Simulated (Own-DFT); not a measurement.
# Strain and stress in bcc Nb, 36 atoms (Nb36)

The numbers are computed, not measured, by runs of the plane-wave DFT program Own-DFT (in-house, retired, unreviewed) at fixed positions, with no spin and no spin-orbit coupling.

All runs used: PBE; PseudoDojo norm-conserving scalar-relativistic files; cutoff 42 hartree; 4 x 4 x 5 k mesh centred on Gamma; cold (Marzari-Vanderbilt) smearing of 0.2 eV.

Known weak points: forces on such cells failed a check on a denser k mesh; stress not checked against mesh or cutoff.

Unstrained cell vectors in Å: (9.901, 0.000, 0.000); (0.000, 9.901, 0.000); (0.000, 0.000, 6.601). The unstrained cell has measured lattice constants (interpolated for alloys), not those of this functional. That, the random moves and any unrelaxed bonds set the pressure at no strain. In each run the cell takes a homogeneous strain; fractional positions stay. All atoms carry random offsets, Gaussian with a width of 0.05 Å per axis. Strain is the symmetric tensor, in per cent. Stress is positive in tension, and the pressure is minus a third of its trace.

```
run  e_xx (%)  e_yy (%)  e_zz (%)  e_yz (%)  e_xz (%)  e_xy (%)  s_xx (GPa)  s_yy (GPa)  s_zz (GPa)  s_yz (GPa)  s_xz (GPa)  s_xy (GPa)  P (GPa)  E (meV/atom)
  1      0.75     -0.41      0.43     -0.48     -1.84      0.47       -1.00       -2.31       -1.10       -0.23       -0.64        0.13     1.47          14.5
  2     -0.32      1.25      0.52     -0.41     -1.75     -1.20       -1.03        0.52       -0.03       -0.01       -0.38       -0.36     0.18          11.8
  3      0.65      1.14      1.85      0.40     -1.12     -1.78        2.81        3.39        4.12        0.34       -0.29       -0.44    -3.44          12.4
  4      0.87      0.07     -0.07     -1.78     -1.70      0.52       -0.49       -1.40       -1.13       -0.50       -0.52        0.31     1.01           8.5
  5     -0.13     -1.17     -1.55      0.20      0.77     -0.31       -6.61       -7.92       -8.42        0.05        0.25       -0.10     7.65          21.6
  6      0.91      0.80      0.60     -0.95      1.56     -1.92        1.73        1.40        1.39       -0.47        0.47       -0.51    -1.51           5.3
  7      0.88     -0.26      1.63     -1.18      0.19     -0.83        1.38        0.36        2.40       -0.39        0.15       -0.19    -1.38           4.0
  8      1.79      0.13     -1.56     -1.50      0.49     -0.89       -0.30       -2.30       -4.13       -0.35        0.28       -0.35     2.24          22.0
  9     -1.86     -1.27     -0.66      1.62      1.33     -1.82      -10.83       -9.92       -8.94        0.66        0.36       -0.45     9.90          34.0
 10     -1.59      0.46     -0.61     -1.38     -0.44      1.62       -7.07       -4.87       -6.27       -0.56       -0.31        0.60     6.07          30.2
 11      1.73      1.67     -0.43      0.73      0.47     -0.29        3.50        3.44        1.45        0.11        0.03       -0.06    -2.80           0.0
 12      1.04      0.42     -0.52     -1.05     -0.63     -1.50       -0.32       -1.10       -2.04       -0.15       -0.05       -0.39     1.15          15.8
 13      0.30      1.95     -1.29     -1.11      1.84      0.23       -0.90        0.77       -2.38       -0.22        0.40       -0.03     0.84           5.3
 14      1.57      0.12     -1.86     -1.94     -0.43      0.86       -1.33       -2.82       -4.76       -0.51       -0.28        0.41     2.97          12.9
 15     -0.94     -0.23      1.10     -1.07     -1.08     -1.29       -3.53       -2.79       -1.25       -0.22       -0.14       -0.07     2.52           4.8
 16      0.55      0.98     -0.86      0.48      1.71      0.48       -1.15       -0.69       -2.74        0.11        0.40        0.17     1.53          14.0
 17      0.51      1.02     -1.88     -1.21     -0.32      1.43           ?           ?           ?           ?           ?           ?        ?             ?
```

The last column gives the free energy per atom over the lowest of the runs shown.

## Fit

Regress every stress component on the fractional strains (shears doubled) of the visible runs, with a constant. Shear strains stay in the fit of a normal stress only where such slopes are resolved. The slopes, in GPa:

```
stress,at no strain,per e_xx,per e_yy,per e_zz,scatter
s_xx,-2.8,256 ± 7,146 ± 8,140 ± 6,0.26
s_yy,-2.8,146 ± 5,250 ± 6,143 ± 5,0.21
s_zz,-2.7,149 ± 7,144 ± 9,251 ± 7,0.28
```

The slope of each shear stress on twice its own strain, from a fit on all six strains: yz 15 ± 2, xz 14 ± 1, xy 15 ± 2 GPa. These are stiffnesses along x, y and z of the frame in which the cell vectors are given, which need not be the crystal's axes. The atoms are held to the strained lattice; where symmetry lets them move under strain, relaxing them would lower some slopes. The table should be nearly symmetric about its diagonal, and what it lacks of that shows the noise. A ninth of the table's sum, 181 ± 3 GPa, estimates the bulk modulus near the mean pressure of these runs, 1.8 GPa, so it lies above the value at zero pressure.

## Withheld run

Asked: what normal stresses and pressure should run 17 give?

The fit gives s_xx = -2.6, s_yy = -2.2, s_zz = -5.2 and P = 3.3 GPa. The run itself gave -2.53, -1.87, -5.14 and P = 3.18 GPa.
